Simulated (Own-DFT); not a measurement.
Simulation results for Al3GaN4 (wurtzite random alloy, strained, atoms displaced), Si3Ge (diamond-structure random alloy, atoms displaced)

A calculation, not a measurement: plane-wave PBE density functional theory by an unreviewed code, no spin, of a simulated periodic cell, stress positive in tension, free energy of the whole cell less one offset for each atom, forces on such cells passed a denser k mesh, this cell's mesh not checked; offsets are fitted by least squares, one for each functional and potential file, so energies compare only between cells with the same atoms and settings and are not formation energies; the far tail of each file's local potential was reset to the Coulomb form; each entry is a single point on an unrelaxed cell, so the pressure reflects the starting lattice, mostly measured values, from which strain is counted, and rises with the displacements; printed positions are rounded, which can move forces by about a meV/angstrom; the program is a retired in-house code; no spin-orbit coupling. Program: Own-DFT development build.

Settings shared by all entries: functional PBE; potential files PseudoDojo norm-conserving, scalar-relativistic, standard set; wave cutoff 42 hartree; occupations Fermi-Dirac; smearing width 0.1 eV.

(1) Al3GaN4 (wurtzite random alloy, strained, atoms displaced)

```
CELL_PARAMETERS angstrom
9.18240 0.00000 0.00000
-4.59120 7.95220 0.00000
0.00000 0.00000 10.06550
ATOMIC_POSITIONS crystal
Al 0.09747 0.21227 0.00265
Al 0.22713 0.11315 0.25017
N 0.11025 0.22204 0.19290
N 0.20823 0.09380 0.44464
Al 0.09722 0.21720 0.50740
Ga 0.23067 0.11603 0.76381
N 0.11120 0.22600 0.69153
N 0.22609 0.11261 0.94118
Ga 0.10630 0.55690 0.99794
Al 0.23359 0.44872 0.24809
N 0.11092 0.56613 0.19326
N 0.22316 0.45029 0.44033
Al 0.11843 0.55728 0.50123
Al 0.21034 0.43260 0.75283
N 0.10609 0.55256 0.69924
N 0.22953 0.45093 0.94714
Ga 0.11919 0.89321 0.00040
Al 0.21378 0.77279 0.24805
N 0.11821 0.88739 0.18697
N 0.22455 0.77867 0.44308
Al 0.11325 0.87909 0.50177
Al 0.22324 0.79140 0.74862
N 0.11232 0.87756 0.69063
N 0.23072 0.78366 0.94532
Ga 0.44610 0.22848 0.99639
Al 0.54508 0.10256 0.24707
N 0.44333 0.22976 0.18874
N 0.55588 0.11485 0.44244
Al 0.44447 0.21131 0.49764
Al 0.55309 0.10875 0.74086
N 0.43515 0.20939 0.69351
N 0.56228 0.10895 0.94664
Al 0.44027 0.55933 0.99638
Al 0.55966 0.44530 0.24683
N 0.43816 0.55396 0.19609
N 0.55397 0.43721 0.44222
Ga 0.44334 0.54952 0.49990
Al 0.55072 0.45301 0.74289
N 0.44487 0.55537 0.69145
N 0.55277 0.44379 0.93902
Ga 0.46289 0.90002 0.01100
Al 0.55525 0.78056 0.24057
N 0.45229 0.88972 0.19653
N 0.55211 0.78713 0.44711
Al 0.45500 0.89187 0.50058
Ga 0.55303 0.77713 0.74976
N 0.46040 0.89426 0.69398
N 0.54265 0.76756 0.93676
Al 0.79011 0.22986 0.99781
Ga 0.88968 0.11798 0.24645
N 0.77185 0.22039 0.18734
N 0.89393 0.11633 0.43737
Al 0.78283 0.22722 0.50130
Al 0.89443 0.11612 0.75379
N 0.77966 0.21877 0.68782
N 0.88801 0.09663 0.94398
Al 0.78836 0.56316 0.99392
Al 0.88847 0.44154 0.24332
N 0.77415 0.54851 0.19578
N 0.88826 0.43736 0.43442
Al 0.77578 0.56276 0.49663
Al 0.89030 0.43452 0.74716
N 0.77732 0.55869 0.69115
N 0.89906 0.44700 0.94093
Al 0.77324 0.90787 0.00391
Al 0.88673 0.78308 0.25138
N 0.77684 0.88528 0.18366
N 0.89469 0.77214 0.44162
Al 0.78178 0.88286 0.49968
Ga 0.89283 0.77786 0.75002
N 0.78057 0.89312 0.68707
N 0.89002 0.77264 0.94441
```

* k mesh: 4 x 4 x 3 centred on Gamma
* free energy of cell above offsets: -12.121 eV
* pressure: 18.55 GPa
* stress xx: -22.48 GPa
* stress yy: -24.34 GPa
* stress zz: -8.84 GPa
* stress yz: 1.47 GPa
* stress xz: -0.26 GPa
* stress xy: 0.34 GPa

Force:
```tsv
element	x (eV/Å)	y (eV/Å)	z (eV/Å)
Al	2.937	2.248	0.884
Al	-0.955	-0.811	0.991
N	1.317	0.695	-1.328
N	0.368	2.472	-0.703
Al	2.841	0.997	-1.152
Ga	-2.014	-1.724	-2.546
N	-0.073	-1.487	0.055
N	-2.311	0.752	1.602
Ga	2.93	2.129	1.475
Al	-3.692	-1.123	1.299
N	1.235	-3.04	-0.484
N	0.035	-2.257	-0.642
Al	-1.741	-0.093	0.423
Al	0.937	3.377	0.939
N	1.334	1.051	-1.441
N	-1.488	-3.313	-1.569
Ga	-0.721	-1.095	0.328
Al	1.597	1.595	1.694
N	-1.996	1.13	1.615
N	1.26	-0.278	-0.672
Al	-0.624	0.63	0.683
Al	4.527	-2.941	2.177
N	-2.177	2.95	-1.625
N	0.699	0.287	-1.904
Ga	1.473	-0.624	1.082
Al	0.289	2.49	1.07
N	0.788	-1.407	0.718
N	1.778	-1.031	-1.107
Al	-2.845	0.859	1.008
Al	1.005	0.708	2.143
N	1.913	2.934	-1.869
N	0.446	2.82	-2.397
Al	2.122	-1.134	1.661
Al	-1.109	0.104	1.055
N	2.925	1.615	-1.859
N	0.514	-0.258	-0.936
Ga	-0.326	1.155	0.166
Al	2.69	-2.002	1.551
N	-2.342	-0.966	-0.251
N	0.491	2.561	-1.098
Ga	-2.071	-2.13	-0.944
Al	1.268	-1.278	2.714
N	-2.284	-0.499	0.296
N	4.289	-1.764	-2.574
Al	-3.082	0.989	1.152
Ga	1.785	-0.474	0.469
N	-4.1	0.057	-2.009
N	2.356	2.111	1.179
Al	-1.463	-0.982	0.679
Ga	-0.085	-0.91	1.446
N	-0.6	0.284	-1.025
N	-1.428	-1.794	0.673
Al	-0.252	-0.862	-0.674
Al	-0.416	-1.775	-0.597
N	-0.268	-0.056	0.444
N	-1.188	5.763	-2.874
Al	-1.414	-2.332	1.442
Al	-0.008	0.258	1.632
N	0.376	1.938	-1.63
N	-0.204	1.8	0.612
Al	1.609	-2.914	0.856
Al	-2.047	1.605	0.422
N	0.346	-2.416	-1.056
N	-3.247	-1.979	-1.858
Al	1.103	-8.093	0.337
Al	1.876	-1.16	-0.439
N	-0.623	0.28	0.744
N	-1.381	1.499	-1.211
Al	-1.132	1.163	0.049
Ga	-0.855	0.367	1.147
N	0.623	0.803	-0.019
N	-1.521	2.528	-0.424
```

(2) Si3Ge (diamond-structure random alloy, atoms displaced)

```
CELL_PARAMETERS angstrom
0.00000 5.48780 5.48780
5.48780 0.00000 5.48780
5.48780 5.48780 0.00000
ATOMIC_POSITIONS crystal
Si 0.99778 0.99947 0.99863
Ge 0.50214 0.99822 0.99921
Ge 0.00219 0.49940 0.99787
Si 0.99887 0.00078 0.49974
Si 0.13385 0.12161 0.12365
Ge 0.63039 0.12053 0.12387
Si 0.12028 0.62904 0.13126
Si 0.12910 0.12732 0.62664
Si 0.50211 0.49049 0.50046
Si 0.00024 0.50368 0.49718
Si 0.49989 0.00188 0.49849
Si 0.50166 0.50811 0.99670
Si 0.62457 0.62730 0.62178
Si 0.13203 0.63409 0.62155
Si 0.62848 0.12853 0.62305
Ge 0.63200 0.61518 0.12734
```

- k mesh: 5 x 5 x 5 centred on Gamma
- free energy of cell above offsets: -1.370 eV
- pressure: 2.37 GPa
- stress xx: -2.35 GPa
- stress yy: -2.41 GPa
- stress zz: -2.35 GPa
- stress yz: 0.14 GPa
- stress xz: 0.89 GPa
- stress xy: 0.69 GPa

Force:
```tsv
element	x (eV/Å)	y (eV/Å)	z (eV/Å)
Si	-0.062	0.826	0.804
Ge	-0.398	-0.096	-0.006
Ge	-0.393	0.782	0.641
Si	0.216	0.169	0.826
Si	0.176	-0.601	-0.935
Ge	0.959	-0.402	0.428
Si	-0.609	0.094	0.472
Si	-0.184	-0.543	-0.262
Si	0.905	0.135	0.551
Si	0.568	0.564	-0.003
Si	0.207	0.504	-0.028
Si	-0.447	-0.538	-0.813
Si	-0.074	0.044	-0.118
Si	-0.674	-0.445	-0.703
Si	-0.679	-0.071	-0.618
Ge	0.489	-0.423	-0.236
```
